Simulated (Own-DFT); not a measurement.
# Computed records: SiC (4H silicon carbide, atoms displaced)

Computed with Own-DFT development build. A calculation, not a measurement: plane-wave PBE density functional theory by an unreviewed code, no spin, of a simulated periodic cell, stress positive in tension, free energy of the whole cell less one offset for each atom, forces on such cells passed a denser k mesh, this cell's mesh not checked; offsets are fitted by least squares, one for each functional and potential file, so energies compare only between cells with the same atoms and settings and are not formation energies; the far tail of each file's local potential was reset to the Coulomb form; each entry is a single point on an unrelaxed cell, so the pressure reflects the starting lattice, mostly measured values (interpolated for alloys), from which strain is counted, and rises with the displacements; printed positions are rounded, which can move forces by about a meV/angstrom; the program, named Own-DFT, is a retired in-house code; no spin-orbit coupling.

Common to all runs: functional PBE; potential files PseudoDojo norm-conserving, scalar-relativistic, standard set; wave cutoff 42 hartree; occupations Fermi-Dirac; smearing width 0.1 eV; hardware one NVIDIA H100; k mesh 4 x 4 x 3 centred on Gamma.

(1) SiC (4H silicon carbide, atoms displaced)

```
CELL_PARAMETERS angstrom
9.24810 0.00000 0.00000
-4.62410 8.00910 0.00000
0.00000 0.00000 10.06810
ATOMIC_POSITIONS crystal
Si 0.00524 0.00051 0.40818
Si 0.10858 0.22346 0.15076
C 0.99757 0.99524 0.09675
C 0.10922 0.22252 0.34094
Si 0.00731 0.33964 0.40445
Si 0.11147 0.55481 0.15652
C 0.99782 0.33428 0.09423
C 0.11145 0.55183 0.34380
Si 0.00415 0.67375 0.40969
Si 0.11460 0.89305 0.15376
C 0.00251 0.66861 0.09263
C 0.10940 0.89076 0.34411
Si 0.32980 0.00277 0.40778
Si 0.44675 0.22514 0.15404
C 0.33465 0.00084 0.09359
C 0.44270 0.21838 0.34143
Si 0.33604 0.33518 0.41072
Si 0.45047 0.55896 0.15833
C 0.33271 0.33203 0.09473
C 0.44433 0.55908 0.34547
Si 0.33230 0.66649 0.40914
Si 0.44595 0.88421 0.15492
C 0.33413 0.66855 0.09500
C 0.45277 0.88965 0.34240
Si 0.66217 0.00022 0.40566
Si 0.77650 0.21737 0.15080
C 0.67208 0.00491 0.09028
C 0.78309 0.22431 0.34703
Si 0.66884 0.33869 0.40822
Si 0.77508 0.55270 0.15119
C 0.67083 0.33712 0.09051
C 0.77771 0.55648 0.34591
Si 0.66822 0.66866 0.40233
Si 0.77268 0.88089 0.15547
C 0.66337 0.66623 0.09316
C 0.77761 0.88965 0.34225
Si 0.00505 0.00280 0.90826
Si 0.88564 0.77306 0.65345
C 0.00271 0.00142 0.59632
C 0.89270 0.77764 0.83736
Si 0.99912 0.66758 0.89877
Si 0.87888 0.43972 0.65510
C 0.99215 0.66019 0.59191
C 0.89146 0.44533 0.84002
Si 0.99695 0.33363 0.90759
Si 0.88688 0.10720 0.65805
C 0.99827 0.33212 0.58815
C 0.88514 0.10875 0.84763
Si 0.66998 0.00256 0.90445
Si 0.56152 0.78481 0.65579
C 0.66099 0.99673 0.60382
C 0.55362 0.77648 0.84188
Si 0.67558 0.67326 0.90784
Si 0.55225 0.44436 0.65507
C 0.66959 0.67109 0.59383
C 0.55562 0.45476 0.84118
Si 0.66646 0.33730 0.90890
Si 0.55862 0.11774 0.65192
C 0.66560 0.33439 0.59269
C 0.55128 0.10610 0.83958
Si 0.33391 0.00714 0.90662
Si 0.22841 0.78235 0.65391
C 0.33879 0.00430 0.59493
C 0.22678 0.77710 0.84017
Si 0.33261 0.66503 0.90405
Si 0.22452 0.44733 0.65512
C 0.33049 0.66020 0.59253
C 0.22044 0.44326 0.84419
Si 0.33373 0.32893 0.91064
Si 0.22451 0.11181 0.65883
C 0.32678 0.32763 0.59168
C 0.22635 0.11331 0.84539
```

* free energy of cell above offsets: -10.597 eV
* pressure: 3.72 GPa
* stress xx: -2.56 GPa
* stress yy: -3.89 GPa
* stress zz: -4.7 GPa
* stress yz: 0.35 GPa
* stress xz: -0.03 GPa
* stress xy: -0.13 GPa
* wall time: 367.8 s

Force:
```tsv
element	x (eV/Å)	y (eV/Å)	z (eV/Å)
Si	-1.738	0.687	-0.437
Si	0.38	-0.505	1.359
C	-0.202	0.606	-0.952
C	0.963	0.158	0.284
Si	-0.579	-1.752	0.142
Si	-0.21	0.442	0.01
C	0.273	0.036	-0.573
C	-0.509	1.953	-0.065
Si	-0.088	-1.561	-1.133
Si	0.042	-0.822	0.505
C	-0.385	-0.146	-0.477
C	1.006	-0.167	-0.117
Si	1.327	-0.491	-0.66
Si	0.088	-0.601	0.475
C	0.383	0.221	-0.027
C	0.128	1.261	0.624
Si	-0.586	-0.46	-2.071
Si	-1.654	-0.901	-0.144
C	0.066	0.522	0.004
C	0.663	-0.606	0.055
Si	0.237	0.206	-0.91
Si	-0.352	1.335	0.013
C	0.431	-0.893	-0.585
C	-2.492	-0.541	0.351
Si	1.867	0.719	0.803
Si	-0.185	1.228	1.886
C	-0.343	-1.77	0.107
C	-1.011	0.017	-0.778
Si	0.423	-1.066	-1.117
Si	0.822	1.145	1.348
C	-0.422	-0.925	0.579
C	0.224	0.318	-0.942
Si	-0.22	0.175	0.857
Si	0.178	1.829	0.421
C	1.062	-0.295	-0.291
C	0.205	0.151	0.535
Si	-0.678	-0.671	-0.312
Si	0.366	0.915	-0.195
C	0.026	-0.652	-0.149
C	-0.489	0.76	1.283
Si	1.321	-0.004	0.852
Si	2.082	0.415	-0.316
C	1.032	1.12	0.541
C	-0.995	-0.342	0.681
Si	0.574	0.083	-0.641
Si	-0.01	0.947	-0.293
C	-0.068	-0.007	1.479
C	1.327	0.687	-0.54
Si	-1.256	-1.05	-0.197
Si	-0.614	-2.225	0.513
C	0.588	1.598	-2.443
C	0.787	0.459	0.812
Si	-1.386	-0.268	-1.165
Si	-0.117	0.567	-0.02
C	-0.634	-0.768	-0.741
C	0.84	-1.388	0.92
Si	0.059	-0.462	-2.03
Si	0.089	-0.928	1.228
C	-0.874	0.086	0.002
C	0.129	1.736	0.866
Si	1.472	-1.847	-0.158
Si	-0.591	-1.166	0.247
C	-0.741	-0.322	-0.615
C	-1.105	0.691	0.53
Si	0.308	0.15	0.354
Si	-0.919	-1.404	0.471
C	0.328	1.828	0.173
C	0.307	-0.53	0.237
Si	-0.567	1.836	-0.986
Si	-0.33	-0.327	-0.333
C	0.732	0.955	0.999
C	-0.784	0.019	-0.129
```

(2) SiC (4H silicon carbide, atoms displaced)

```
CELL_PARAMETERS angstrom
9.24810 0.00000 0.00000
-4.62410 8.00910 0.00000
0.00000 0.00000 10.06810
ATOMIC_POSITIONS crystal
Si 0.00368 0.00015 0.40731
Si 0.10687 0.22446 0.15090
C 0.00136 0.00075 0.09187
C 0.11614 0.22913 0.34223
Si 0.00072 0.33512 0.40651
Si 0.11214 0.55673 0.15765
C 0.00066 0.33290 0.09457
C 0.11025 0.55499 0.34320
Si 0.00843 0.66769 0.40510
Si 0.10793 0.88730 0.15210
C 0.99763 0.66431 0.09658
C 0.11755 0.88891 0.34488
Si 0.32967 0.99828 0.40996
Si 0.44282 0.22377 0.16046
C 0.33521 0.00027 0.09907
C 0.44659 0.22392 0.33760
Si 0.33569 0.32722 0.40676
Si 0.44328 0.56010 0.15520
C 0.34081 0.33553 0.09125
C 0.44125 0.55642 0.34076
Si 0.32859 0.66605 0.40077
Si 0.44619 0.88791 0.15467
C 0.32183 0.65758 0.09564
C 0.44236 0.88367 0.34420
Si 0.67453 0.00422 0.40456
Si 0.76947 0.21484 0.15970
C 0.66781 0.00380 0.09865
C 0.78304 0.22139 0.34369
Si 0.67244 0.33476 0.40590
Si 0.77832 0.55202 0.15360
C 0.66621 0.33336 0.09584
C 0.78302 0.55883 0.34891
Si 0.66158 0.66397 0.40582
Si 0.77641 0.88585 0.15923
C 0.66810 0.67268 0.09928
C 0.77693 0.88679 0.34192
Si 0.00092 0.00124 0.90868
Si 0.88272 0.77328 0.65553
C 0.99951 0.00055 0.59540
C 0.89965 0.78392 0.84448
Si 0.99880 0.66979 0.90713
Si 0.88312 0.44085 0.66162
C 0.00606 0.66753 0.58888
C 0.88642 0.44606 0.83860
Si 0.00135 0.33285 0.90765
Si 0.88966 0.10949 0.65727
C 0.00530 0.34502 0.59022
C 0.89115 0.11343 0.84471
Si 0.66330 0.99801 0.90176
Si 0.55611 0.77593 0.65671
C 0.66801 0.00396 0.59255
C 0.55412 0.77966 0.84719
Si 0.67076 0.66896 0.90519
Si 0.55283 0.44625 0.66032
C 0.67223 0.66542 0.59497
C 0.55795 0.44216 0.84250
Si 0.65533 0.32712 0.90521
Si 0.55730 0.11087 0.65668
C 0.66310 0.32896 0.59572
C 0.56453 0.11608 0.84479
Si 0.33401 0.00678 0.90300
Si 0.22247 0.77614 0.65338
C 0.33951 0.00343 0.59229
C 0.22036 0.77301 0.84735
Si 0.33163 0.66780 0.90631
Si 0.22541 0.44576 0.65699
C 0.32745 0.66084 0.58719
C 0.22474 0.44911 0.84369
Si 0.33401 0.33273 0.90702
Si 0.22563 0.11056 0.65221
C 0.33351 0.33405 0.59169
C 0.22834 0.11256 0.84022
```

- free energy of cell above offsets: -10.313 eV
- pressure: 3.85 GPa
- stress xx: -3.23 GPa
- stress yy: -3.42 GPa
- stress zz: -4.91 GPa
- stress yz: -0.42 GPa
- stress xz: -0.62 GPa
- stress xy: 0.5 GPa
- wall time: 360.5 s

Force:
```tsv
element	x (eV/Å)	y (eV/Å)	z (eV/Å)
Si	-0.416	0.139	-0.577
Si	1.87	-0.096	1.101
C	-0.508	-0.074	0.527
C	-0.079	-1.273	0.097
Si	0.719	0.159	-0.086
Si	-1.116	-1.007	0.106
C	-1.354	0.203	-0.32
C	0.091	-0.27	-0.483
Si	-1.389	0.047	0.169
Si	0.948	0.412	1.112
C	0.156	0.26	-0.868
C	-1.412	0.004	-0.47
Si	1.725	0.55	-1.569
Si	0.539	-0.389	-1.634
C	-0.485	0.119	-1.553
C	0.581	-0.438	2.654
Si	-0.889	1.522	-0.874
Si	0.567	-0.934	0.086
C	-1.464	0.017	0.265
C	0.532	-0.606	0.793
Si	0.997	-0.296	0.634
Si	-0.766	-0.366	0.7
C	1.546	1.947	-1.008
C	0.147	1.459	0.025
Si	-1.093	-1.273	0.229
Si	0.867	1.883	-0.652
C	0.333	-1.675	-1.569
C	-0.828	0.344	0.262
Si	-0.621	-0.063	0.265
Si	-0.8	0.61	1.429
C	-0.221	-0.579	-0.583
C	-0.258	-0.394	-0.949
Si	0.655	0.124	-0.303
Si	0.021	1.342	-0.565
C	0.355	-1.367	-1.615
C	0.67	0.306	1.161
Si	0.361	0.492	-0.978
Si	2.573	1.095	-0.07
C	0.404	-0.384	-0.315
C	-1.831	-0.553	-0.283
Si	1.026	-1.182	-0.017
Si	0.717	0.909	-2.321
C	-1.392	-0.245	1.216
C	0.014	-0.299	2.766
Si	-0.812	0.751	-0.487
Si	-0.245	1.42	-0.513
C	0.041	-1.936	1.161
C	-0.037	-0.598	0.076
Si	1.016	0.945	1.622
Si	-0.691	0.242	-0.727
C	0.672	-0.913	0.291
C	0.53	-0.713	-0.661
Si	-0.006	0.021	0.772
Si	0.966	-0.837	-1.344
C	-2.055	-0.297	-0.175
C	-1.33	0.962	0.711
Si	2.356	1.489	0.786
Si	0.046	0.305	-0.104
C	-0.24	0.758	-0.409
C	-1.557	-1.497	-0.586
Si	1.488	-1.528	1.232
Si	0.083	-0.03	0.639
C	-0.473	-0.721	0.697
C	-0.315	1.516	-0.876
Si	0.113	-0.38	0.561
Si	-0.868	-0.188	-0.597
C	1.152	1.118	1.014
C	0.4	-0.891	0.168
Si	-0.069	0.479	-0.429
Si	-0.546	0.125	0.492
C	0.304	-0.156	0.505
C	-1.416	0.377	0.248
```

(3) SiC (4H silicon carbide, atoms displaced)

```
CELL_PARAMETERS angstrom
9.24810 0.00000 0.00000
-4.62410 8.00910 0.00000
0.00000 0.00000 10.06810
ATOMIC_POSITIONS crystal
Si 0.00129 0.00001 0.40260
Si 0.10389 0.22266 0.15768
C 0.00002 0.99727 0.08926
C 0.11294 0.22509 0.34456
Si 0.99919 0.33222 0.41015
Si 0.11468 0.56184 0.15467
C 0.99628 0.33581 0.09409
C 0.10765 0.54763 0.33802
Si 0.99927 0.66592 0.40614
Si 0.11186 0.89420 0.15515
C 0.99667 0.67107 0.09815
C 0.10652 0.88285 0.34381
Si 0.33088 0.99868 0.39957
Si 0.43930 0.22009 0.15699
C 0.32875 0.00070 0.09388
C 0.44777 0.22282 0.34082
Si 0.33629 0.33197 0.40534
Si 0.43914 0.55472 0.15514
C 0.33541 0.33589 0.09602
C 0.44313 0.55574 0.34819
Si 0.33565 0.66768 0.40644
Si 0.44272 0.88607 0.15369
C 0.33594 0.66624 0.10214
C 0.44363 0.88712 0.34318
Si 0.66967 0.00506 0.40828
Si 0.77386 0.21343 0.15705
C 0.66670 0.00484 0.09374
C 0.78204 0.23075 0.34475
Si 0.67094 0.33755 0.40465
Si 0.77616 0.56266 0.15979
C 0.67128 0.33514 0.09380
C 0.77270 0.54858 0.34071
Si 0.66945 0.66961 0.41018
Si 0.77728 0.88513 0.15669
C 0.66512 0.66431 0.09569
C 0.77625 0.88582 0.34454
Si 0.99858 0.00427 0.90984
Si 0.88426 0.77188 0.65456
C 0.99467 0.00151 0.59063
C 0.88654 0.77757 0.84975
Si 0.00471 0.67261 0.90550
Si 0.88442 0.44032 0.65678
C 0.00107 0.66891 0.59802
C 0.88683 0.44891 0.84189
Si 0.99800 0.33316 0.90631
Si 0.88666 0.10966 0.65456
C 0.99691 0.33179 0.58902
C 0.87868 0.10752 0.84004
Si 0.67167 0.00577 0.90897
Si 0.56082 0.77421 0.66002
C 0.66740 0.99725 0.59013
C 0.55779 0.77738 0.83949
Si 0.66443 0.66481 0.91110
Si 0.55933 0.44306 0.65618
C 0.66180 0.66705 0.59308
C 0.55979 0.44611 0.84916
Si 0.66704 0.33401 0.90821
Si 0.54836 0.11271 0.66066
C 0.67250 0.33458 0.59856
C 0.55573 0.11150 0.85273
Si 0.33475 0.99650 0.90709
Si 0.22183 0.77446 0.65553
C 0.32977 0.99407 0.59038
C 0.22448 0.77187 0.83429
Si 0.33129 0.66785 0.90494
Si 0.22359 0.44728 0.65853
C 0.33384 0.66605 0.59408
C 0.21343 0.44014 0.84437
Si 0.32541 0.32830 0.90693
Si 0.22418 0.10918 0.66137
C 0.33852 0.32745 0.59914
C 0.22134 0.11341 0.84622
```

* free energy of cell above offsets: -10.212 eV
* pressure: 3.84 GPa
* stress xx: -3.02 GPa
* stress yy: -3.2 GPa
* stress zz: -5.31 GPa
* stress yz: 0.24 GPa
* stress xz: 0.09 GPa
* stress xy: 0.15 GPa
* wall time: 368.7 s

Force:
```tsv
element	x (eV/Å)	y (eV/Å)	z (eV/Å)
Si	-0.367	0.156	0.754
Si	1.004	0.346	-0.334
C	-1.088	1.028	1.682
C	0.021	-0.724	0.025
Si	0.289	0.311	-1.52
Si	-1.176	-1.044	0.335
C	0.527	-0.283	-0.384
C	0.04	1.452	1.693
Si	0.347	-1.031	-0.034
Si	0.021	-1.117	0.324
C	1.168	0.176	-1.062
C	0.044	1.108	-0.417
Si	0.412	-0.03	0.931
Si	1.338	1.074	-0.788
C	0.94	-0.584	-0.172
C	-0.312	-0.332	0.806
Si	-0.349	0.208	0.702
Si	1.628	-0.323	1.44
C	-1.215	-0.773	-0.474
C	0.742	-0.05	-0.644
Si	-0.71	-0.608	-0.021
Si	-0.198	1.028	0.978
C	-1.069	0.498	-2.668
C	0.174	0.601	-0.187
Si	-0.309	-0.424	-0.75
Si	-0.597	2.917	0.411
C	0.712	-2.131	-0.016
C	0.246	-1.692	-0.058
Si	-0.371	-1.198	0.604
Si	1.103	-1.892	-1.051
C	-0.849	-0.251	0.581
C	-0.089	2.094	1.613
Si	-0.521	-0.968	-1.057
Si	-0.472	0.425	-0.02
C	-1.177	0.574	0.029
C	0.074	0.904	-0.322
Si	-0.058	-0.831	-1.835
Si	-0.227	1.492	0.922
C	1.492	-0.605	0.591
C	0.214	0.57	-0.973
Si	-0.697	-0.811	0.301
Si	1.363	1.115	0.209
C	-0.14	-1.011	-1.192
C	0.831	-0.461	0.702
Si	-1.238	-0.183	-0.125
Si	-0.29	0.129	-0.436
C	0.522	0.383	1.902
C	1.827	1.222	0.753
Si	-0.96	-1.474	-0.599
Si	-1.942	1.114	-1.385
C	-0.978	0.251	1.434
C	-0.479	0.12	2.381
Si	0.351	0.163	-0.724
Si	-0.434	0.341	0.937
C	1.772	-1.052	0.229
C	-1.275	-0.547	-0.812
Si	0.102	0.467	0.498
Si	1.636	-0.92	-0.564
C	-1.488	-0.606	-1.413
C	-0.237	-0.074	-1.349
Si	-0.923	0.233	-0.203
Si	0.193	0.237	-1.347
C	-0.17	0.698	0.46
C	-0.987	1.293	2.691
Si	1.279	-0.72	0.243
Si	0.167	-1.053	-0.91
C	0.342	0.025	0.058
C	1.04	0.69	0.349
Si	1.096	1.484	0.224
Si	-0.968	-0.592	-1.262
C	-1.077	0.77	-0.868
C	0.38	-1.301	0.186
```
